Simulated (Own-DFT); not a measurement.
# Which defects push the lattice out? grey tin

No measurement is shown. These are fixed-geometry runs of a retired plane-wave code named Own-DFT, which no person has reviewed; spin and spin-orbit coupling are neglected.

All runs used: PBE; PseudoDojo norm-conserving scalar-relativistic files; cutoff 42 hartree; 3 x 3 x 3 k mesh centred on Gamma; cold (Marzari-Vanderbilt) smearing of 0.2 eV.

Keep in mind (not all hold for every row): not probed for a lower state with spin; forces on such cells moved up to 12 meV/angstrom on a denser k mesh; stress not checked against mesh or cutoff.

All runs share one cell, with vectors in Å (12.978, 0.000, 0.000); (0.000, 12.978, 0.000); (0.000, 0.000, 12.978) and a volume of 2185.9 Å³. u is the rms random offset of the atoms per axis. The defect's site can differ from row to row.

```
            cell  formula   u (Å)  P (GPa)
       no defect     Sn64  0.0223     3.39
       no defect     Sn64  0.0484     3.62
       no defect     Sn64  0.0517     3.67
  one Sn vacancy     Sn63  0.0292     3.26
  one Sn vacancy     Sn63  0.0302     3.27
  one Sn vacancy     Sn63  0.0483     3.36
two Sn vacancies     Sn62  0.0292     3.14
two Sn vacancies     Sn62  0.0330     3.12
two Sn vacancies     Sn62  0.0519     3.28
two Sn vacancies     Sn62  0.0531        ?
```

## Fit

P = P0 + c u² + a shift for each defect gives P0 = 3.37 GPa, c = 101 ± 12 GPa/Å² and a scatter of 0.03 GPa. The shifts, and each times the cell's volume:

- one Sn vacancy: -0.22 ± 0.03 GPa, -2.9 eV
- two Sn vacancies: -0.35 ± 0.03 GPa, -4.8 eV (-2.4 eV for each of its 2 sites)

Positive is outwards. The product with the volume (160.2 GPa Å³ to the eV) is nearly free of the cell's size; divided by the bulk modulus at the cell's pressure it gives the volume that the defect adds. The atoms around the defects weren't relaxed, which would change these numbers.

## Check

Question: what pressure belongs in the blank (two Sn vacancies, u = 0.0531 Å)?

The fitted form gives 3.31 ± 0.04 GPa. The hidden result is 3.31 GPa.
